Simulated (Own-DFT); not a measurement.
# Stretching a layer in its plane: diamond-structure GeSn with randomly placed atoms, 64 atoms (Ge52Sn12)

No measurement is shown. These are fixed-geometry runs of a retired plane-wave code named Own-DFT, which no person has reviewed; spin and spin-orbit coupling are neglected.

All runs used: PBE; PseudoDojo norm-conserving scalar-relativistic files; cutoff 49 hartree; 3 x 3 x 3 k mesh centred on Gamma; Fermi-Dirac smearing of 0.1 eV.

Known weak points: forces on such cells moved up to 12 meV/angstrom on a denser k mesh; stress not checked against mesh or cutoff.

Unstrained cell vectors in Å: (11.628, 0.000, 0.000); (0.000, 11.628, 0.000); (0.000, 0.000, 11.628). The unstrained cell has measured lattice constants (interpolated for alloys), not those of this functional. That, the random moves and any unrelaxed bonds set the pressure at no strain. Each run strains x and y alike by e, as a substrate would, and holds the height along z. Each coordinate of each atom was shifted by a normal deviate of width 0.05 Å. The random placing of the alloy's atoms differs from row to row. Stress is positive in tension.

```
e (%)  u (Å)  (s_xx + s_yy)/2 (GPa)  s_zz (GPa)
-3.00  0.050                 -11.09       -9.32
-2.75  0.046                 -10.72       -9.14
-2.00  0.048                  -9.09       -7.97
-1.75  0.051                      ?           ?
-1.50  0.052                  -8.36       -7.59
-1.25  0.047                  -7.61       -6.98
 0.50  0.048                  -4.69       -5.01
 2.00  0.053                  -2.50       -3.43
 2.75  0.049                  -1.25       -2.53
 3.00  0.049                  -0.99       -2.54
```

## Fit

With e as a fraction, the in-plane stress is -5.5 + 169 e - 578 e² GPa (errors 2 and 119, scatter 0.11), and s_zz is -5.6 + 116 e - 365 e² GPa (slope ± 2, scatter 0.13). At e = 0 the first slope is C11 + C12 and the second 2 C12, both with the ions held to the strained lattice and at the cell's own pressure. The term in e² is negative: the layer stiffens under compression and softens under tension. A free layer would change its height as e changes, and the in-plane slope would drop by 2 C12²/C11 to the biaxial modulus. At fixed height, a misfit of 1 % moves the in-plane stress by about 1.7 GPa and s_zz by 1.2 GPa.

## Test on the hidden row

The question: what are the two stresses at e = -1.75 %?

The fitted form gives -8.7 and -7.7 GPa. The run itself gave -8.74 and -7.89 GPa.
